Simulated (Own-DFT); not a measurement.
SiC (2H silicon carbide, strained, atoms displaced) (calculated)

A calculation, not a measurement: plane-wave PBE density functional theory by an unreviewed code, no spin, of a simulated periodic cell, stress positive in tension, free energy of the whole cell less one offset for each atom, forces on such cells passed a denser k mesh, this cell's mesh not checked; offsets are fitted by least squares, one for each functional and potential file, so energies compare only between cells with the same atoms and settings and are not formation energies; the far tail of each file's local potential was reset to the Coulomb form; each entry is a single point on an unrelaxed cell, so the pressure reflects the starting lattice, mostly measured values (interpolated for alloys), from which strain is counted, and rises with the displacements; printed positions are rounded, which can move forces by about a meV/angstrom; the program, named Own-DFT, is a retired in-house code; no spin-orbit coupling. Program: Own-DFT development build.

Common to all runs: functional PBE; potential files PseudoDojo norm-conserving, scalar-relativistic, standard set; wave cutoff 42 hartree; occupations Fermi-Dirac; smearing width 0.1 eV; hardware one NVIDIA H100; k mesh 4 x 4 x 3 centred on Gamma.

(1) 
```cif
# cell vector a (Å): 9.3063 -0.0577 0.1546
# cell vector b (Å): -4.7031 7.9947 -0.0719
# cell vector c (Å): 0.1683 0.0068 9.9710
data_SiC
_symmetry_space_group_name_H-M 'P 1'
_symmetry_Int_Tables_number 1
_cell_length_a 9.3078
_cell_length_b 9.2758
_cell_length_c 9.9724
_cell_angle_alpha 90.901
_cell_angle_beta 88.082
_cell_angle_gamma 120.825
_cell_volume 738.94
loop_
_atom_site_label
_atom_site_type_symbol
_atom_site_fract_x
_atom_site_fract_y
_atom_site_fract_z
_atom_site_occupancy
Si1 Si 0.01304 0.00878 0.99869 1
Si2 Si 0.11091 0.22167 0.25514 1
C1 C 0.99814 0.99395 0.18462 1
C2 C 0.11311 0.23070 0.43248 1
Si3 Si 0.99209 0.99548 0.49760 1
Si4 Si 0.10752 0.22210 0.74783 1
C3 C 0.99294 0.99454 0.69670 1
C4 C 0.11421 0.21186 0.93489 1
Si5 Si 0.99204 0.32388 0.00572 1
Si6 Si 0.11360 0.54801 0.25789 1
C5 C 0.99790 0.32448 0.20140 1
C6 C 0.10158 0.55358 0.43046 1
Si7 Si 0.01273 0.33824 0.50106 1
Si8 Si 0.12368 0.56344 0.75070 1
C7 C 0.00793 0.34021 0.68819 1
C8 C 0.11141 0.56039 0.94103 1
Si9 Si 0.99693 0.66333 0.99564 1
Si10 Si 0.10222 0.88258 0.24476 1
C9 C 0.00143 0.66595 0.18972 1
C10 C 0.10181 0.88714 0.43841 1
Si11 Si 0.00087 0.66167 0.50309 1
Si12 Si 0.10843 0.88664 0.75423 1
C11 C 0.99555 0.65579 0.68683 1
C12 C 0.10901 0.88165 0.93503 1
Si13 Si 0.34264 0.00665 0.99849 1
Si14 Si 0.44577 0.23236 0.24574 1
C13 C 0.33255 0.00762 0.18971 1
C14 C 0.45501 0.22206 0.44501 1
Si15 Si 0.34059 0.01745 0.50550 1
Si16 Si 0.44468 0.22191 0.75609 1
C15 C 0.33047 0.99001 0.68361 1
C16 C 0.44570 0.22131 0.93220 1
Si17 Si 0.33084 0.33476 0.00184 1
Si18 Si 0.42881 0.54921 0.24903 1
C17 C 0.32641 0.33256 0.19382 1
C18 C 0.44339 0.55328 0.43645 1
Si19 Si 0.32432 0.33276 0.49750 1
Si20 Si 0.43391 0.55389 0.75804 1
C19 C 0.33511 0.34740 0.68801 1
C20 C 0.44315 0.55339 0.94225 1
Si21 Si 0.32742 0.66472 0.00508 1
Si22 Si 0.45413 0.88527 0.24324 1
C21 C 0.34004 0.67738 0.18595 1
C22 C 0.44227 0.88591 0.44217 1
Si23 Si 0.34236 0.67828 0.49989 1
Si24 Si 0.45324 0.89520 0.74936 1
C23 C 0.33574 0.66035 0.68931 1
C24 C 0.44609 0.89558 0.93315 1
Si25 Si 0.66178 0.99813 0.99568 1
Si26 Si 0.78236 0.22006 0.25342 1
C25 C 0.67024 0.99368 0.18731 1
C26 C 0.76758 0.21685 0.43001 1
Si27 Si 0.65443 0.99066 0.50706 1
Si28 Si 0.77181 0.22470 0.74382 1
C27 C 0.67016 0.01167 0.68366 1
C28 C 0.77383 0.21901 0.94489 1
Si29 Si 0.67005 0.33766 0.99903 1
Si30 Si 0.78616 0.56012 0.24511 1
C29 C 0.66451 0.33006 0.18995 1
C30 C 0.77766 0.54965 0.43365 1
Si31 Si 0.66898 0.33461 0.49857 1
Si32 Si 0.78072 0.55260 0.74572 1
C31 C 0.67274 0.33009 0.68289 1
C32 C 0.78224 0.55533 0.94567 1
Si33 Si 0.66069 0.66688 0.00509 1
Si34 Si 0.77332 0.88167 0.25213 1
C33 C 0.66151 0.66477 0.19062 1
C34 C 0.77714 0.88776 0.43644 1
Si35 Si 0.66339 0.66282 0.49502 1
Si36 Si 0.78505 0.88413 0.75469 1
C35 C 0.68183 0.67380 0.68094 1
C36 C 0.77487 0.89109 0.94079 1
_calc_free_energy_of_cell_above_offsets '-4.861'  # eV
_calc_pressure 8.01  # GPa
_calc_stress_xx -1.78  # GPa
_calc_stress_yy -8.39  # GPa
_calc_stress_zz -13.85  # GPa
_calc_stress_yz 0.57  # GPa
_calc_stress_xz 5.32  # GPa
_calc_stress_xy -3.27  # GPa
_calc_wall_time 357.9  # s
```

Force:
```tsv
element	x (eV/Å)	y (eV/Å)	z (eV/Å)
Si	-1.26	-3.759	0.523
Si	-0.464	-1.956	-1.735
C	-0.306	0.91	0.8
C	0.737	-2.07	2.18
Si	0.46	0.394	0.913
Si	0.551	0.041	0.105
C	2.289	1.856	-2.218
C	-1.376	3.406	0.272
Si	0.898	0.822	-0.376
Si	-1.483	1.499	-3.301
C	0.884	1.336	-2.645
C	2.479	0.48	3.646
Si	-3.193	-0.339	-0.285
Si	-1.975	-1.259	0.291
C	-0.61	-0.719	0.351
C	0.919	-1.76	-0.118
Si	0.492	0.796	1.72
Si	1.218	1.281	1.25
C	1.402	-0.718	-1.293
C	1.481	0.488	0.082
Si	-1.673	0.961	-1.242
Si	0.27	-0.56	-1.788
C	1.579	1.6	0.793
C	0.407	1.452	1.18
Si	-1.552	-1.182	0.67
Si	0.827	-1.589	1.788
C	1.041	-0.945	-0.555
C	-3.109	2.163	-1.947
Si	-0.445	-4.151	-1.795
Si	-0.403	0.139	-3.487
C	-0.44	1.428	2.278
C	-0.239	1.355	2.573
Si	0.652	-0.989	-0.2
Si	2.045	1.859	0.461
C	0.633	0.045	-1.58
C	-0.974	0.503	-0.09
Si	2.406	0.381	0.899
Si	2.722	1.162	-1.215
C	0.758	-3.093	-0.09
C	-0.816	0.524	0.234
Si	0.306	0.924	-1.619
Si	-2.458	2.783	2.282
C	-0.575	-3.265	0.63
C	-0.758	1.569	-1.419
Si	-0.684	-3.078	0.202
Si	-0.949	-0.983	-0.687
C	-0.063	2.648	-0.378
C	0.463	-1.421	1.053
Si	0.745	-0.116	1.086
Si	-2.392	-1.142	-1.133
C	0.006	1.045	-0.559
C	1.708	-0.153	3.352
Si	1.342	1.743	-2.899
Si	2.595	0.5	1.521
C	1.286	-2.003	1.915
C	0.176	0.727	-1.745
Si	-0.255	-1.11	0.955
Si	-1.697	-1.475	0.797
C	0.862	0.857	-0.907
C	-0.302	1.259	0.569
Si	0.776	-0.129	-0.656
Si	-1.113	-0.118	0.981
C	-2.311	0.81	1.055
C	-1.933	0.323	-2.086
Si	1.371	0.444	-0.467
Si	0.187	0.883	-0.904
C	0.203	-1.081	0.101
C	-1.055	-0.097	0.648
Si	1.169	-0.016	0.025
Si	-2.91	0.078	-0.021
C	-1.627	-1.765	1.45
C	1.056	-0.43	-0.189
```

(2) 
```cif
# cell vector a (Å): 9.3819 -0.1207 0.0790
# cell vector b (Å): -4.7955 8.0677 -0.1298
# cell vector c (Å): 0.0860 -0.1134 10.2172
data_SiC
_symmetry_space_group_name_H-M 'P 1'
_symmetry_Int_Tables_number 1
_cell_length_a 9.3830
_cell_length_b 9.3862
_cell_length_c 10.2182
_cell_angle_alpha 91.585
_cell_angle_beta 89.027
_cell_angle_gamma 121.468
_cell_volume 767.28
loop_
_atom_site_label
_atom_site_type_symbol
_atom_site_fract_x
_atom_site_fract_y
_atom_site_fract_z
_atom_site_occupancy
Si1 Si 0.99730 0.00224 0.99714 1
Si2 Si 0.11562 0.22889 0.24909 1
C1 C 0.01067 0.00876 0.18230 1
C2 C 0.12159 0.23001 0.43089 1
Si3 Si 0.99973 0.00036 0.49251 1
Si4 Si 0.11753 0.22333 0.75272 1
C3 C 0.99189 0.99676 0.68324 1
C4 C 0.11197 0.22842 0.93813 1
Si5 Si 0.98866 0.33370 0.00742 1
Si6 Si 0.11163 0.55607 0.25605 1
C5 C 0.99885 0.34345 0.18457 1
C6 C 0.12146 0.56633 0.43282 1
Si7 Si 0.01231 0.34482 0.50656 1
Si8 Si 0.10805 0.55761 0.74099 1
C7 C 0.99366 0.32494 0.69098 1
C8 C 0.11572 0.56224 0.93287 1
Si9 Si 0.99868 0.66971 0.00354 1
Si10 Si 0.11879 0.89292 0.25320 1
C9 C 0.98847 0.65303 0.18396 1
C10 C 0.10218 0.88239 0.43569 1
Si11 Si 0.00748 0.67622 0.50356 1
Si12 Si 0.10481 0.87867 0.75245 1
C11 C 0.01791 0.67169 0.68382 1
C12 C 0.10316 0.88218 0.93989 1
Si13 Si 0.32705 0.98937 0.98467 1
Si14 Si 0.44949 0.21835 0.24117 1
C13 C 0.33982 0.99997 0.19205 1
C14 C 0.43797 0.21758 0.43676 1
Si15 Si 0.32302 0.98391 0.49092 1
Si16 Si 0.44586 0.22025 0.74786 1
C15 C 0.34720 0.99744 0.68654 1
C16 C 0.44503 0.22477 0.93793 1
Si17 Si 0.33281 0.32363 0.00093 1
Si18 Si 0.44921 0.54695 0.25551 1
C17 C 0.32666 0.33165 0.18751 1
C18 C 0.45133 0.55767 0.42693 1
Si19 Si 0.33682 0.34690 0.49553 1
Si20 Si 0.44826 0.55916 0.75319 1
C19 C 0.34004 0.34125 0.68694 1
C20 C 0.44231 0.55958 0.93411 1
Si21 Si 0.33248 0.66811 0.99864 1
Si22 Si 0.44835 0.89156 0.25312 1
C21 C 0.34352 0.66952 0.18516 1
C22 C 0.45432 0.90162 0.43443 1
Si23 Si 0.34037 0.66772 0.49571 1
Si24 Si 0.44966 0.88655 0.74538 1
C23 C 0.33652 0.67655 0.69064 1
C24 C 0.44422 0.88266 0.94639 1
Si25 Si 0.67379 0.00552 0.99815 1
Si26 Si 0.78050 0.22929 0.25108 1
C25 C 0.66752 0.00142 0.19217 1
C26 C 0.78545 0.22537 0.44042 1
Si27 Si 0.66624 0.99929 0.49803 1
Si28 Si 0.77977 0.22110 0.74581 1
C27 C 0.66163 0.99696 0.68083 1
C28 C 0.78585 0.22522 0.92657 1
Si29 Si 0.65125 0.32736 0.00326 1
Si30 Si 0.76682 0.55637 0.24938 1
C29 C 0.67821 0.33043 0.18100 1
C30 C 0.78498 0.56016 0.44351 1
Si31 Si 0.66554 0.32288 0.49645 1
Si32 Si 0.77233 0.54814 0.75198 1
C31 C 0.67290 0.33374 0.68718 1
C32 C 0.77166 0.54533 0.93253 1
Si33 Si 0.66393 0.65922 0.99374 1
Si34 Si 0.77919 0.88695 0.24884 1
C33 C 0.67662 0.67948 0.18753 1
C34 C 0.77943 0.88475 0.43899 1
Si35 Si 0.66519 0.66507 0.49968 1
Si36 Si 0.78391 0.89622 0.75080 1
C35 C 0.66672 0.66386 0.68534 1
C36 C 0.77784 0.89146 0.93518 1
_calc_pressure ?
```

Questions
1. Estimate the pressure of SiC (2H silicon carbide, strained, atoms displaced) (entry 2).
2. Give the table of force values for SiC (2H silicon carbide, strained, atoms displaced) (entry 2).

## Answers
1. -0.97 GPa
2. 
Force:
```tsv
element	x (eV/Å)	y (eV/Å)	z (eV/Å)
Si	0.576	0.452	0.22
Si	-1.525	-0.58	-0.63
C	-0.569	-1.052	1.168
C	-1.458	-0.414	1.286
Si	0.071	0.724	1.099
Si	-0.92	0.07	-0.484
C	2.599	0.873	0.089
C	0.123	-0.869	0.335
Si	2.043	1.649	-2.482
Si	0.209	1.257	-2.747
C	1.205	-1.563	1.661
C	-0.36	-0.59	2.211
Si	-0.577	-1.259	-1.266
Si	1.88	-0.8	2.361
C	1.997	1.708	-1.103
C	-1.202	-0.697	0.423
Si	0.609	-1.982	-0.777
Si	-1.029	-1.023	-1.887
C	0.634	2.024	1.53
C	0.571	1.214	0.015
Si	-0.272	-1.969	-0.917
Si	0.552	2.309	-0.499
C	-2.952	-1.132	0.04
C	-0.446	1.017	-0.92
Si	0.596	0.835	2.444
Si	-0.949	0.667	1.77
C	-0.49	-1.021	-1.577
C	0.554	0.374	-0.477
Si	0.317	2.92	1.648
Si	0.272	0.566	-0.756
C	-2.716	-0.043	-0.048
C	-0.778	-2.157	-0.864
Si	-2.053	2.098	-0.215
Si	-1.345	2.173	-3.877
C	2.919	0.167	-0.765
C	-0.604	0.477	3.15
Si	1.787	-2.247	0.779
Si	-0.592	0.428	-0.606
C	-0.145	-1.069	-0.4
C	0.914	-1.155	1.129
Si	0.301	-1.07	0.775
Si	0.217	-0.504	-1.45
C	-0.812	-0.923	1.202
C	-0.332	-2.343	0.21
Si	-0.164	1.321	0.428
Si	-0.687	1.284	1.792
C	1.068	-3.305	-1.966
C	0.163	1.89	-2.413
Si	-0.802	-0.376	0.669
Si	1.266	-1.29	0.53
C	1.091	0.644	-0.827
C	0.247	0.049	-0.582
Si	1.195	0.768	-0.118
Si	-1.206	-0.492	-0.045
C	1.702	0.388	0.939
C	-2.15	-0.934	1.947
Si	3.611	0.755	-1.529
Si	2.351	0.233	0.552
C	-3.051	0.723	1.038
C	-0.88	-1.294	-1.02
Si	-0.945	1.453	0.714
Si	0.505	1.121	-1.401
C	-0.389	-0.891	-0.374
C	-0.178	0.939	1.332
Si	-0.471	1.244	0.431
Si	-0.011	2.737	0.498
C	-0.451	-3.624	-1.163
C	-1.005	0.539	-0.844
Si	1.43	0.116	0.416
Si	-1.559	-1.421	-0.74
C	0.188	0.579	0.66
C	0.314	-0.697	0.276
```

Further results for SiC (2H silicon carbide, strained, atoms displaced) (entry 2):

- free energy of cell above offsets: -5.743 eV
- stress xx: 3.91 GPa
- stress yy: -2.12 GPa
- stress zz: 1.12 GPa
- stress yz: -3.86 GPa
- stress xz: 2.22 GPa
- stress xy: -5.75 GPa
- wall time: 368 s
